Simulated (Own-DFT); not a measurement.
# Strain and stress in wurtzite GaN, 72 atoms (Ga36N36)

Calculated results; nothing here was measured. They come from Own-DFT, an in-house plane-wave density functional program, since retired, whose code no person has reviewed. Each row is one single-point run on a periodic cell that was not relaxed, without spin or spin-orbit coupling.

Settings of every run: PBE; PseudoDojo norm-conserving scalar-relativistic files (stringent for Ga); cutoff 96 hartree; 4 x 4 x 3 k mesh centred on Gamma; Gaussian smearing of 0.01 eV.

Known limits: forces not confirmed at this smearing and k mesh; stress not checked against mesh or cutoff.

Unstrained cell vectors in Å: (9.567, 0.000, 0.000); (-4.784, 8.285, 0.000); (0.000, 0.000, 10.370). The unstrained cell has measured lattice constants (interpolated for alloys), not those of this functional. That, the random moves and any unrelaxed bonds set the pressure at no strain. Each run strains this cell uniformly, with the atoms carried along. Every atom was also moved at random, by a Gaussian of width 0.05 Å on each axis. Strain is the symmetric tensor, in per cent. Stress is positive in tension, and the pressure is minus a third of its trace.

```
run,e_xx (%),e_yy (%),e_zz (%),s_xx (GPa),s_yy (GPa),s_zz (GPa),P (GPa),E (meV/atom)
1,0.00,0.00,-1.75,-9.20,-6.39,-16.76,10.78,22.4
2,0.00,0.00,2.50,-3.54,-5.98,2.16,2.45,8.4
3,0.00,0.00,1.25,-5.02,-6.78,-2.60,4.80,10.7
4,0.00,0.00,1.00,-5.45,-6.64,-3.59,5.23,0.3
5,0.00,0.00,3.00,-3.71,-6.43,4.45,1.90,7.1
6,0.00,0.00,-1.00,-6.67,-7.03,-12.21,8.64,0.0
7,0.00,0.00,2.00,-4.75,-5.11,0.70,3.05,0.0
8,0.00,0.00,-1.50,-8.00,-7.25,-16.11,10.45,26.1
9,0.00,0.00,0.50,?,?,?,?,?
```

E is the free energy for each atom above the lowest run shown.

## Worked fit

The change of volume is close to e_xx + e_yy + e_zz. A straight line through the runs shown gives P = 7.23 - 191 x (fractional change of volume) GPa, with an error of 7 on the slope and a scatter of 0.35 GPa. The strain isn't the same on all axes and the cell isn't cubic, so the slope belongs to this path and is not the bulk modulus.

## Withheld run

Question: what pressure should run 9 give? Its volume changes by 0.50 %.

The line gives 6.3 GPa. The calculation gave 6.06 GPa.
